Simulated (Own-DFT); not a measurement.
Simulation results for SiC (4H silicon carbide, strained, atoms displaced)

All values are calculated (Own-DFT development build). A calculation, not a measurement: plane-wave PBE density functional theory by an unreviewed code, no spin, of a simulated periodic cell, stress positive in tension, free energy of the whole cell less one offset for each atom, forces on such cells passed a denser k mesh, this cell's mesh not checked; offsets are fitted by least squares, one for each functional and potential file, so energies compare only between cells with the same atoms and settings and are not formation energies; the far tail of each file's local potential was reset to the Coulomb form; each entry is a single point on an unrelaxed cell, so the pressure reflects the starting lattice, mostly measured values (interpolated for alloys), from which strain is counted, and rises with the displacements; printed positions are rounded, which can move forces by about a meV/angstrom; the program, named Own-DFT, is a retired in-house code; no spin-orbit coupling.

## SiC (4H silicon carbide, strained, atoms displaced)

```
SiC
1.0
      9.3767     0.1685     0.0691
     -4.5424     8.0471     0.0541
      0.0752     0.1114    10.0172
Si C Si C Si C Si C Si C Si C Si C Si C Si C Si C Si C Si C Si C Si C Si C Si C Si C Si C
2 2 2 2 2 2 2 2 2 2 2 2 2 2 2 2 2 2 2 2 2 2 2 2 2 2 2 2 2 2 2 2 2 2 2 2
Direct
  0.00064 0.00042 0.41215
  0.10872 0.22706 0.16502
  0.00405 0.01157 0.09340
  0.10237 0.21714 0.34457
  0.99668 0.32838 0.40708
  0.10230 0.55999 0.15860
  0.00366 0.33967 0.10142
  0.10218 0.54723 0.34453
  0.98519 0.65832 0.41327
  0.10011 0.87833 0.16288
  0.00392 0.66793 0.08952
  0.11082 0.88408 0.34537
  0.33680 0.00152 0.40325
  0.43799 0.22698 0.15130
  0.32921 0.00385 0.08775
  0.44328 0.22377 0.34264
  0.33039 0.33405 0.40013
  0.44803 0.56428 0.15368
  0.32837 0.32802 0.09063
  0.44550 0.55751 0.34680
  0.33401 0.67024 0.40254
  0.44413 0.89230 0.14738
  0.33460 0.66432 0.10329
  0.43812 0.88073 0.35064
  0.66606 0.00145 0.41097
  0.77245 0.22525 0.16121
  0.66837 0.00131 0.08892
  0.77799 0.21918 0.34349
  0.66018 0.33212 0.41198
  0.78107 0.55827 0.15674
  0.66708 0.33337 0.09657
  0.77056 0.55741 0.34797
  0.66944 0.66437 0.40687
  0.77852 0.89055 0.15569
  0.66053 0.65667 0.08706
  0.78231 0.88596 0.35378
  0.99926 0.00069 0.91021
  0.89557 0.78942 0.65940
  0.98630 0.99716 0.60190
  0.89156 0.77904 0.84454
  0.99720 0.65598 0.90636
  0.89152 0.44887 0.66527
  0.99959 0.66725 0.59587
  0.89302 0.45195 0.84419
  0.00389 0.34019 0.90243
  0.89195 0.10917 0.65162
  0.00620 0.33368 0.58868
  0.90402 0.11969 0.84839
  0.67060 0.99584 0.90558
  0.55868 0.77940 0.64869
  0.66826 0.00248 0.59552
  0.56636 0.78639 0.83760
  0.66150 0.67340 0.90169
  0.54965 0.44114 0.66125
  0.66800 0.66868 0.59521
  0.55653 0.43298 0.84157
  0.66736 0.33752 0.90502
  0.55773 0.11111 0.65482
  0.66764 0.33078 0.58624
  0.55764 0.11138 0.84213
  0.32800 0.00561 0.90981
  0.22783 0.78581 0.66282
  0.33620 0.99843 0.59494
  0.21736 0.77141 0.84368
  0.32588 0.65959 0.89839
  0.22312 0.43963 0.65869
  0.33427 0.67242 0.59796
  0.22494 0.44160 0.84733
  0.33743 0.32535 0.90955
  0.22350 0.11314 0.65811
  0.33325 0.33763 0.60268
  0.22821 0.10478 0.84267
```

Settings of this run: functional PBE, potential files PseudoDojo norm-conserving, scalar-relativistic, standard set, wave cutoff 42 hartree, occupations Fermi-Dirac, smearing width 0.1 eV, hardware one NVIDIA H100 and k mesh 4 x 4 x 3 centred on Gamma.

Results for SiC (4H silicon carbide, strained, atoms displaced): free energy of cell above offsets -6.282 eV; pressure 0.39 GPa; stress xx 3.3 GPa; stress yy 3.63 GPa; stress zz -8.11 GPa; stress yz 3.9 GPa; stress xz 1.47 GPa; stress xy 9.63 GPa; wall time 335.6 s.

Force:
```tsv
element	x (eV/Å)	y (eV/Å)	z (eV/Å)
Si	0.014	-0.911	-0.641
Si	0.427	-0.403	-2.391
C	0.02	-1.725	1.261
C	1.606	0.427	1.455
Si	-0.768	0.738	-0.687
Si	2.876	-1.221	0.53
C	-1.32	-0.081	-1.426
C	-0.098	1.233	0.632
Si	1.693	0.566	-0.828
Si	0.378	2.31	-1.676
C	-1.905	0.081	0.81
C	-0.348	0.161	1.203
Si	-0.698	-0.756	0.604
Si	1.902	-0.943	0.836
C	0.119	-0.527	2.437
C	0.11	-0.236	0.033
Si	-0.205	0.115	1.465
Si	0.676	-1.999	0.867
C	-0.94	1.61	1.349
C	0.396	-0.085	-0.655
Si	-0.906	-2.004	1.448
Si	0.206	-0.352	1.262
C	-2.077	1.061	-2.434
C	0.934	2.722	-2.073
Si	0.146	-0.826	-0.987
Si	1.75	-0.641	-1.314
C	-0.441	0.065	1.41
C	-0.895	0.289	1.175
Si	0.696	-0.051	-2.877
Si	-0.551	-0.775	-0.23
C	-0.992	0.675	-0.61
C	2.102	-1.251	-1.092
Si	-2.196	0.746	0.99
Si	0.252	-0.154	0.397
C	0.366	1.816	0.928
C	-0.823	0.562	-1.49
Si	1.31	-0.144	-0.618
Si	-0.405	-3.149	0.091
C	4.075	0.864	-2.166
C	-0.458	-0.107	1.028
Si	-0.59	3.027	-0.559
Si	0.104	-0.557	-3.2
C	-0.021	0.693	0.931
C	-0.341	-2.037	0.907
Si	0.688	-1.004	1.893
Si	-2.71	1.999	2.104
C	-0.76	-0.031	2.002
C	-1.996	-0.45	-1.296
Si	-0.333	1.835	-0.852
Si	-0.758	-0.039	0.707
C	0.563	0.047	-0.087
C	-2.073	-1.057	0.155
Si	2.564	-1.518	-0.123
Si	1.018	0.523	-1.84
C	0.684	-0.698	0.131
C	-2.124	2.162	1.046
Si	1.686	-1.762	0.801
Si	-0.552	0.174	0.35
C	-0.33	0.625	3.527
C	-0.066	0.152	0.836
Si	3.306	-2.112	-1.234
Si	-0.448	-1.431	-1.729
C	-0.767	1.176	-0.498
C	-0.335	0.926	1.348
Si	1.4	1.173	1.65
Si	-1.456	1.724	-0.277
C	0.622	-0.936	-0.618
C	0.021	-0.277	-0.387
Si	-0.942	0.193	-1.28
Si	0.093	-0.387	-0.295
C	1.056	-1.312	-2.113
C	-3.234	1.481	-0.015
```
